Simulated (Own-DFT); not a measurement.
Hf36O71 (tetragonal hafnia with one neutral oxygen vacancy, atoms displaced) (calculated)

All values are calculated (Own-DFT development build). A calculation, not a measurement: plane-wave PBE and HSE06 DFT by an unreviewed code, no spin, of a simulated cell at Gamma alone, so results move with cell size and shape, stress positive in tension, energies less offsets, not probed for a lower state with spin; hafnium file: forces about 75 meV/angstrom off all-electron values; oxygen file: force components 24 meV/angstrom off all-electron in a glass; k mesh not checked against a denser one; forces and stress are PBE's, HSE06 gives the energy alone, and its difference from PBE has offsets of its own; offsets are fitted by least squares, one for each functional and potential file, so energies compare only between cells with the same atoms and settings and are not formation energies; the far tail of each file's local potential was reset to the Coulomb form; each entry is a single point on an unrelaxed cell, so the pressure reflects the starting lattice, taken from the Materials Project, from which strain is counted, and rises with the displacements; printed positions are rounded, which can move forces by about a meV/angstrom; the program is a retired in-house code; no spin-orbit coupling.

Common to all runs: first functional PBE; second functional HSE06; exact exchange share 0.25; screening 0.11 1/bohr; exchange divergence Gygi-Baldereschi; potential files PseudoDojo norm-conserving, scalar-relativistic, made for PBE, standard set; wave cutoff 48 hartree; occupations fixed; k mesh 1 x 1 x 1 centred on Gamma.

(1) 
```cif
# cell vector a (Å): 10.7800 0.0000 0.0000
# cell vector b (Å): 0.0000 10.7800 0.0000
# cell vector c (Å): 0.0000 0.0000 10.4493
data_Hf36O71
_symmetry_space_group_name_H-M 'P 1'
_symmetry_Int_Tables_number 1
_cell_length_a 10.7800
_cell_length_b 10.7800
_cell_length_c 10.4493
_cell_angle_alpha 90.000
_cell_angle_beta 90.000
_cell_angle_gamma 90.000
_cell_volume 1214.30
loop_
_atom_site_label
_atom_site_type_symbol
_atom_site_fract_x
_atom_site_fract_y
_atom_site_fract_z
_atom_site_occupancy
Hf1 Hf 0.00092 0.99509 0.99654 1
Hf2 Hf 0.16640 0.16642 0.24591 1
O1 O 0.99866 0.17201 0.15383 1
O2 O 0.15987 0.99710 0.34560 1
O3 O 0.00510 0.15807 0.40347 1
O4 O 0.17236 0.00227 0.11200 1
Hf3 Hf 0.00063 0.00544 0.50540 1
Hf4 Hf 0.17576 0.16854 0.75333 1
O5 O 0.99942 0.17724 0.64779 1
O6 O 0.16179 0.00147 0.84797 1
O7 O 0.00606 0.16633 0.90001 1
O8 O 0.16863 0.00384 0.60169 1
Hf5 Hf 0.99757 0.33958 0.99394 1
Hf6 Hf 0.16422 0.50389 0.25405 1
O9 O 0.00089 0.49418 0.15926 1
O10 O 0.16685 0.32985 0.34933 1
O11 O 0.00871 0.49727 0.39405 1
O12 O 0.16378 0.33360 0.08966 1
Hf7 Hf 0.99846 0.33559 0.49789 1
Hf8 Hf 0.16573 0.49853 0.74892 1
O13 O 0.99825 0.50245 0.65932 1
O14 O 0.16596 0.33249 0.85157 1
O15 O 0.99666 0.50077 0.90550 1
O16 O 0.17345 0.33481 0.59440 1
Hf9 Hf 0.99883 0.67030 0.01093 1
Hf10 Hf 0.17543 0.82984 0.24360 1
O17 O 0.99463 0.83342 0.14696 1
O18 O 0.16877 0.67168 0.33878 1
O19 O 0.99549 0.84048 0.40114 1
O20 O 0.15695 0.67151 0.10485 1
Hf11 Hf 0.99910 0.65805 0.49476 1
Hf12 Hf 0.16083 0.83480 0.74955 1
O21 O 0.99096 0.83429 0.64738 1
O22 O 0.17024 0.66230 0.84357 1
O23 O 0.99499 0.83738 0.90587 1
O24 O 0.16301 0.65848 0.59899 1
Hf13 Hf 0.32788 0.99448 0.00067 1
Hf14 Hf 0.49872 0.15785 0.25206 1
O25 O 0.33496 0.17134 0.15998 1
O26 O 0.49618 0.99000 0.33444 1
O27 O 0.33194 0.16468 0.40222 1
O28 O 0.49831 0.99586 0.09349 1
Hf15 Hf 0.33183 0.99478 0.50475 1
Hf16 Hf 0.50646 0.16273 0.75101 1
O29 O 0.33402 0.16146 0.64778 1
O30 O 0.50785 0.99442 0.84539 1
O31 O 0.50035 0.99759 0.60068 1
Hf17 Hf 0.33037 0.32624 0.00590 1
Hf18 Hf 0.49453 0.50285 0.24687 1
O32 O 0.33196 0.51273 0.15125 1
O33 O 0.49598 0.33814 0.34760 1
O34 O 0.32817 0.49872 0.40267 1
O35 O 0.50064 0.32953 0.09479 1
Hf19 Hf 0.33061 0.33270 0.50271 1
Hf20 Hf 0.49864 0.49299 0.74559 1
O36 O 0.32880 0.50277 0.65745 1
O37 O 0.49426 0.33832 0.84292 1
O38 O 0.33279 0.50032 0.90722 1
O39 O 0.50827 0.33871 0.59481 1
Hf21 Hf 0.33194 0.66752 0.99935 1
Hf22 Hf 0.50173 0.82775 0.25677 1
O40 O 0.33645 0.82836 0.15802 1
O41 O 0.49802 0.67468 0.35319 1
O42 O 0.33222 0.83397 0.41214 1
O43 O 0.49942 0.66655 0.10422 1
Hf23 Hf 0.33715 0.66631 0.50639 1
Hf24 Hf 0.50412 0.82250 0.74785 1
O44 O 0.33377 0.84064 0.64906 1
O45 O 0.50537 0.66497 0.85745 1
O46 O 0.32929 0.82267 0.90654 1
O47 O 0.49739 0.66898 0.60325 1
Hf25 Hf 0.67652 0.99634 0.00376 1
Hf26 Hf 0.83135 0.17201 0.25222 1
O48 O 0.66017 0.16268 0.16014 1
O49 O 0.82745 0.00763 0.34890 1
O50 O 0.67172 0.17196 0.40424 1
O51 O 0.83466 0.99078 0.10176 1
Hf27 Hf 0.66501 0.00844 0.49836 1
Hf28 Hf 0.83370 0.16133 0.74966 1
O52 O 0.65678 0.16219 0.64828 1
O53 O 0.83662 0.99864 0.84174 1
O54 O 0.66460 0.16652 0.89978 1
O55 O 0.83268 0.01006 0.59379 1
Hf29 Hf 0.67174 0.32257 0.99669 1
Hf30 Hf 0.83312 0.50586 0.24834 1
O56 O 0.67378 0.49699 0.15876 1
O57 O 0.82831 0.33591 0.35418 1
O58 O 0.66571 0.50062 0.39488 1
O59 O 0.82679 0.33821 0.09672 1
Hf31 Hf 0.65948 0.33819 0.49856 1
Hf32 Hf 0.84503 0.49806 0.75204 1
O60 O 0.66663 0.48796 0.65807 1
O61 O 0.83677 0.33554 0.84850 1
O62 O 0.66790 0.49724 0.90196 1
O63 O 0.82674 0.32616 0.59166 1
Hf33 Hf 0.66438 0.67801 0.99633 1
Hf34 Hf 0.82722 0.83647 0.24974 1
O64 O 0.66279 0.83216 0.15702 1
O65 O 0.83063 0.66604 0.35066 1
O66 O 0.66750 0.82872 0.39326 1
O67 O 0.84390 0.66155 0.10553 1
Hf35 Hf 0.66834 0.66611 0.49747 1
Hf36 Hf 0.83220 0.84239 0.75804 1
O68 O 0.67354 0.83225 0.64525 1
O69 O 0.84314 0.66976 0.85046 1
O70 O 0.66545 0.83026 0.90109 1
O71 O 0.83663 0.66568 0.59882 1
_calc_PBE_energy_of_cell_above_offsets '-96.061'  # eV
_calc_HSE06_less_PBE_above_offsets '0.096'  # eV
_calc_PBE_pressure 2.54  # GPa
_calc_PBE_stress_xx -2.1  # GPa
_calc_PBE_stress_yy -2.4  # GPa
_calc_PBE_stress_zz -3.11  # GPa
_calc_PBE_stress_yz 0.56  # GPa
_calc_PBE_stress_xz 0.91  # GPa
_calc_PBE_stress_xy -0.04  # GPa
```

Force:
```
element  x (eV/Å)  y (eV/Å)  z (eV/Å)
     Hf     1.075     1.735     1.907
     Hf    -0.665    -0.629     1.587
      O    -0.662     -0.27    -0.253
      O      0.91     0.107      0.26
      O    -0.505     2.581    -0.351
      O    -0.596    -0.357    -2.382
     Hf     0.639    -1.548    -1.232
     Hf     -1.19     0.138    -0.548
      O     0.305    -0.351     1.104
      O      0.75    -0.794     0.666
      O    -1.014    -0.451     0.219
      O     -0.74    -0.397       0.4
     Hf    -0.088    -1.456     1.241
     Hf     0.811    -0.926    -0.368
      O     0.192    -0.046    -1.183
      O     -0.06     0.515    -0.389
      O    -0.308      0.47     1.344
      O     0.464    -0.039     0.931
     Hf    -0.328    -2.195    -0.139
     Hf     0.752     0.237     0.947
      O     1.346    -0.872    -2.094
      O     0.404     0.007    -0.812
      O     0.291     0.656    -0.326
      O    -1.862     0.244     1.009
     Hf     -0.34    -0.193    -1.376
     Hf    -2.464     1.651     1.384
      O     0.902     0.418     0.254
      O    -0.254    -0.825     1.691
      O    -0.344    -1.427     0.479
      O     1.736    -0.147    -0.887
     Hf    -0.528     2.768     0.158
     Hf     0.126    -0.762     -0.88
      O     1.261     0.421     1.477
      O    -0.568     1.172      0.32
      O     0.713    -0.803    -1.045
      O     0.237     0.637    -0.671
     Hf     1.244     0.396     0.123
     Hf    -0.827     1.798      0.31
      O    -0.127     0.008    -1.513
      O     0.418      2.02     2.226
      O     0.482    -0.239     0.516
      O     0.194     0.403     -0.75
     Hf    -0.237     1.213    -0.385
     Hf    -1.705     -0.29     0.283
      O     0.903     0.768     1.389
      O    -0.625     0.033    -0.136
      O     0.183    -0.034     -1.01
     Hf     0.753     0.651    -0.974
     Hf     1.425    -0.421     0.029
      O    -0.611    -0.643     0.507
      O     0.089    -0.873    -0.371
      O     0.228     0.808     0.457
      O    -0.014     0.321    -0.127
     Hf      1.35    -0.646    -1.748
     Hf     0.959     0.784      1.26
      O     0.998    -0.136    -0.782
      O    -0.292     -2.45     0.298
      O    -0.172    -0.364    -0.017
      O    -3.451    -0.141     1.064
     Hf     0.128    -2.585     1.185
     Hf    -0.239    -0.299    -1.549
      O     0.215     0.027    -0.926
      O    -0.385    -2.611     1.041
      O    -0.157    -0.851    -0.907
      O      0.74     0.112    -0.684
     Hf    -1.232    -0.165    -0.831
     Hf    -0.153     1.227    -0.397
      O    -0.538    -0.884     1.494
      O    -0.093     0.191    -0.699
      O    -0.157     2.804    -0.937
      O     0.904    -0.108     0.143
     Hf    -3.101      0.59     0.336
     Hf     0.514     0.485     0.696
      O     1.769    -0.369    -1.413
      O    -0.438    -0.795    -0.551
      O     -1.15    -0.769    -0.234
      O    -0.065     0.636    -0.967
     Hf     0.596     -0.95    -0.071
     Hf     0.605      2.41    -1.893
      O     1.976    -0.151      0.32
      O     -0.43      1.74     2.414
      O     0.655    -1.565    -0.338
      O    -0.696       0.2     1.057
     Hf    -1.385     3.672     0.808
     Hf    -0.769    -1.009     0.259
      O    -1.971     0.578    -0.559
      O     1.255    -0.081    -0.994
      O    -0.355     0.858     1.377
      O     1.213    -1.011     0.043
     Hf     1.921     0.755    -1.108
     Hf    -3.662     1.178      0.97
      O     0.678     1.079     -0.65
      O     0.061    -1.608    -0.249
      O     0.078     0.442      0.89
      O     1.147     0.306     0.763
     Hf    -0.042    -4.609     1.355
     Hf     1.828     0.157     1.632
      O     0.804    -0.029    -1.944
      O     0.388     0.221     0.193
      O     0.066     0.863     1.134
      O    -2.384     0.494    -0.109
     Hf     0.977    -0.002     0.075
     Hf     0.469    -4.237    -2.904
      O    -0.734    -0.011     0.922
      O    -0.685     0.327    -0.065
      O     0.787     2.031    -0.595
      O    -0.516    -0.924    -0.634
```

(2) 
```cif
# cell vector a (Å): 10.7800 0.0000 0.0000
# cell vector b (Å): 0.0000 10.7800 0.0000
# cell vector c (Å): 0.0000 0.0000 10.4493
data_Hf36O71
_symmetry_space_group_name_H-M 'P 1'
_symmetry_Int_Tables_number 1
_cell_length_a 10.7800
_cell_length_b 10.7800
_cell_length_c 10.4493
_cell_angle_alpha 90.000
_cell_angle_beta 90.000
_cell_angle_gamma 90.000
_cell_volume 1214.30
loop_
_atom_site_label
_atom_site_type_symbol
_atom_site_fract_x
_atom_site_fract_y
_atom_site_fract_z
_atom_site_occupancy
Hf1 Hf 0.00252 0.99915 0.99941 1
Hf2 Hf 0.16819 0.16575 0.24879 1
O1 O 0.00261 0.16386 0.15615 1
O2 O 0.16568 0.00233 0.35341 1
O3 O 0.99818 0.16765 0.40041 1
O4 O 0.17094 0.99901 0.10079 1
Hf3 Hf 0.00109 0.00072 0.49902 1
Hf4 Hf 0.16536 0.16575 0.75286 1
O5 O 0.99661 0.16459 0.65052 1
O6 O 0.16539 0.99717 0.85084 1
O7 O 0.99803 0.17217 0.89966 1
O8 O 0.16785 0.00199 0.59983 1
Hf5 Hf 0.99637 0.33303 0.00259 1
Hf6 Hf 0.17043 0.50527 0.24913 1
O9 O 0.99756 0.49749 0.15010 1
O10 O 0.16712 0.33058 0.35021 1
O11 O 0.00113 0.49972 0.40085 1
O12 O 0.16244 0.33602 0.09578 1
Hf7 Hf 0.00215 0.33668 0.50240 1
Hf8 Hf 0.16711 0.50225 0.74812 1
O13 O 0.00153 0.49915 0.65266 1
O14 O 0.16774 0.33889 0.84860 1
O15 O 0.99631 0.49904 0.90309 1
O16 O 0.16891 0.33527 0.60122 1
Hf9 Hf 0.99664 0.66949 0.99926 1
Hf10 Hf 0.16549 0.82950 0.25064 1
O17 O 0.99925 0.83300 0.15158 1
O18 O 0.16914 0.66459 0.35422 1
O19 O 0.99739 0.83261 0.40034 1
O20 O 0.16520 0.66507 0.09593 1
Hf11 Hf 0.99810 0.66170 0.49966 1
Hf12 Hf 0.16784 0.83523 0.75596 1
O21 O 0.00017 0.83864 0.64876 1
O22 O 0.16096 0.66586 0.85027 1
O23 O 0.00258 0.82867 0.90349 1
O24 O 0.16932 0.66503 0.59625 1
Hf13 Hf 0.33166 0.00056 0.99684 1
Hf14 Hf 0.49633 0.16688 0.24977 1
O25 O 0.33267 0.16688 0.15052 1
O26 O 0.49807 0.99847 0.34683 1
O27 O 0.33412 0.17109 0.40327 1
O28 O 0.49504 0.99471 0.10001 1
Hf15 Hf 0.33603 0.00050 0.49978 1
Hf16 Hf 0.49433 0.17281 0.75349 1
O29 O 0.33680 0.16648 0.64609 1
O30 O 0.50468 0.99717 0.84434 1
O31 O 0.33076 0.16642 0.90373 1
O32 O 0.50278 0.99904 0.59635 1
Hf17 Hf 0.33545 0.33290 0.00070 1
Hf18 Hf 0.49663 0.50437 0.25440 1
O33 O 0.33462 0.50233 0.14669 1
O34 O 0.49635 0.33311 0.35013 1
O35 O 0.33067 0.50379 0.40214 1
O36 O 0.49795 0.33417 0.09818 1
Hf19 Hf 0.33002 0.33191 0.50325 1
Hf20 Hf 0.49711 0.50497 0.74772 1
O37 O 0.33173 0.50161 0.65496 1
O38 O 0.50108 0.32785 0.84422 1
O39 O 0.33389 0.49754 0.90087 1
O40 O 0.49932 0.33624 0.59740 1
Hf21 Hf 0.33231 0.66707 0.00042 1
Hf22 Hf 0.49961 0.83463 0.24873 1
O41 O 0.33361 0.83377 0.15233 1
O42 O 0.50120 0.66213 0.34815 1
O43 O 0.33781 0.83185 0.40138 1
O44 O 0.50314 0.66563 0.10079 1
Hf23 Hf 0.32865 0.66307 0.50660 1
Hf24 Hf 0.50013 0.83569 0.74460 1
O45 O 0.33605 0.83479 0.65119 1
O46 O 0.49384 0.66765 0.84816 1
O47 O 0.33363 0.82851 0.90065 1
O48 O 0.49747 0.66734 0.59677 1
Hf25 Hf 0.66524 0.99860 0.99694 1
Hf26 Hf 0.83241 0.17079 0.24923 1
O49 O 0.66273 0.16758 0.15289 1
O50 O 0.66276 0.16560 0.40768 1
O51 O 0.83083 0.99481 0.09800 1
Hf27 Hf 0.67064 0.99663 0.50005 1
Hf28 Hf 0.82909 0.16223 0.74599 1
O52 O 0.66868 0.16551 0.65310 1
O53 O 0.83524 0.99760 0.84802 1
O54 O 0.66422 0.16196 0.90677 1
O55 O 0.83348 0.00131 0.60395 1
Hf29 Hf 0.66116 0.33718 0.99368 1
Hf30 Hf 0.83048 0.49844 0.25183 1
O56 O 0.66122 0.50027 0.15444 1
O57 O 0.83468 0.33319 0.35247 1
O58 O 0.66224 0.50096 0.40729 1
O59 O 0.84116 0.32953 0.09974 1
Hf31 Hf 0.67029 0.33325 0.49837 1
Hf32 Hf 0.83197 0.50477 0.74926 1
O60 O 0.66293 0.49642 0.65256 1
O61 O 0.82869 0.33644 0.84751 1
O62 O 0.66929 0.50050 0.90561 1
O63 O 0.83456 0.33174 0.59695 1
Hf33 Hf 0.66753 0.66876 0.99733 1
Hf34 Hf 0.83185 0.83378 0.24819 1
O64 O 0.66969 0.83250 0.14978 1
O65 O 0.83152 0.66732 0.34361 1
O66 O 0.66282 0.83350 0.40051 1
O67 O 0.83331 0.66781 0.09437 1
Hf35 Hf 0.66789 0.66468 0.49607 1
Hf36 Hf 0.84001 0.83354 0.75209 1
O68 O 0.66417 0.83302 0.64675 1
O69 O 0.83108 0.66815 0.84976 1
O70 O 0.66654 0.83478 0.90144 1
O71 O 0.83602 0.66330 0.59999 1
_calc_PBE_energy_of_cell_above_offsets '-100.625'  # eV
_calc_HSE06_less_PBE_above_offsets '-0.141'  # eV
_calc_PBE_pressure 0.64  # GPa
_calc_PBE_stress_xx 0.01  # GPa
_calc_PBE_stress_yy -0.95  # GPa
_calc_PBE_stress_zz -0.97  # GPa
_calc_PBE_stress_yz -0.63  # GPa
_calc_PBE_stress_xz 0.05  # GPa
_calc_PBE_stress_xy -0.03  # GPa
```

Force:
```
element  x (eV/Å)  y (eV/Å)  z (eV/Å)
     Hf    -0.713     0.691     0.714
     Hf    -0.255     0.261     0.689
      O    -0.499    -0.446    -0.603
      O     0.115    -0.733    -0.619
      O    -0.471    -0.119     0.447
      O    -0.704    -0.081    -0.471
     Hf     0.156     0.255    -0.031
     Hf    -0.499     0.924    -0.671
      O     0.975     0.141     0.316
      O    -0.113     0.692     0.279
      O      0.51    -1.486      0.26
      O     0.209     0.048     0.325
     Hf     0.905     0.962    -0.825
     Hf    -0.609    -1.354    -0.363
      O     0.144     0.556     1.042
      O    -0.024     0.804    -0.341
      O    -0.191     0.183     0.102
      O     1.177    -0.263     0.289
     Hf    -0.117    -0.995     -0.28
     Hf    -0.376    -0.515     1.161
      O    -0.337     0.167    -0.394
      O     0.178    -1.096    -0.634
      O    -0.159     0.508    -0.186
      O    -0.676     -0.22     0.134
     Hf     0.327    -1.983     0.419
     Hf     0.424     0.789     0.437
      O     0.387     0.072    -0.072
      O    -0.422     0.667    -0.811
      O    -0.132    -0.165     0.188
      O    -0.025     0.189     0.749
     Hf     0.511     0.788    -0.137
     Hf     0.305    -0.768    -1.232
      O     0.502    -0.473     0.721
      O      0.43     0.229    -0.488
      O    -0.217     1.489    -0.684
      O    -1.613     0.136     0.894
     Hf     0.724    -0.904     0.875
     Hf     0.531     0.122     0.556
      O    -0.012     0.085    -0.188
      O    -0.147     0.556    -0.071
      O     -0.03     -0.96    -0.268
      O     0.485     0.213    -0.694
     Hf     0.136    -0.183    -0.289
     Hf     1.292     -2.12    -1.739
      O    -0.927     0.133     1.042
      O    -0.732      0.79     0.353
      O     0.081    -0.161    -0.787
      O    -0.406     -0.07    -0.139
     Hf    -1.301     0.715     0.366
     Hf     0.094     -0.98    -0.513
      O    -0.399    -0.025     0.637
      O     0.243     0.267    -0.528
      O    -0.099    -0.839    -0.001
      O     0.156    -0.172     -0.51
     Hf     1.071     0.134    -0.886
     Hf     0.118    -0.236     0.001
      O     0.261     0.137    -0.492
      O     0.156     2.109     1.246
      O     0.314     0.401     0.112
      O    -0.027    -0.164     0.113
     Hf      0.86    -0.653     0.155
     Hf     0.088    -0.299     0.169
      O    -0.658     -0.55    -0.044
      O     0.257     1.245     0.228
      O    -0.386    -0.164     0.265
      O    -0.622     0.288     -0.61
     Hf     1.293     0.971    -1.351
     Hf      0.49    -0.206     0.075
      O    -1.148     0.042     0.297
      O     0.548    -0.065    -0.166
      O    -0.551     1.145      0.02
      O     0.643    -0.466      0.21
     Hf     -0.35    -0.201     0.989
     Hf    -0.012     -0.81      0.07
      O     0.462     0.019     0.388
      O     0.647     -0.12    -0.614
      O     0.818     0.435    -0.087
     Hf    -0.562     0.307     0.256
     Hf      0.52     1.023     0.614
      O    -1.101     0.316     0.272
      O       0.3     0.031     0.335
      O     0.181     0.999    -0.488
      O     0.062    -0.257    -1.013
     Hf     1.087    -1.103      1.11
     Hf      0.35    -0.077    -1.011
      O     1.177    -0.424      0.15
      O     -0.51     0.415    -0.395
      O     0.597    -0.493    -0.709
      O    -2.513    -0.017     0.499
     Hf    -0.875    -0.443     0.766
     Hf     0.151    -1.207     0.451
      O     0.667     0.495     0.325
      O    -0.337    -0.506    -0.361
      O     -0.51     0.552     -0.68
      O     0.113      0.34     0.027
     Hf    -0.385     0.308       0.8
     Hf     0.003     0.983     0.071
      O    -0.655     -0.08     0.249
      O    -0.074    -0.526     0.616
      O     0.637    -0.255     -0.26
      O    -0.359    -0.177     0.276
     Hf    -0.779     0.912     0.707
     Hf    -1.245      0.24    -0.764
      O     1.245    -0.301     0.567
      O     0.108     0.166    -0.312
      O     0.059    -0.529    -0.332
      O    -0.407    -0.005    -0.276
```
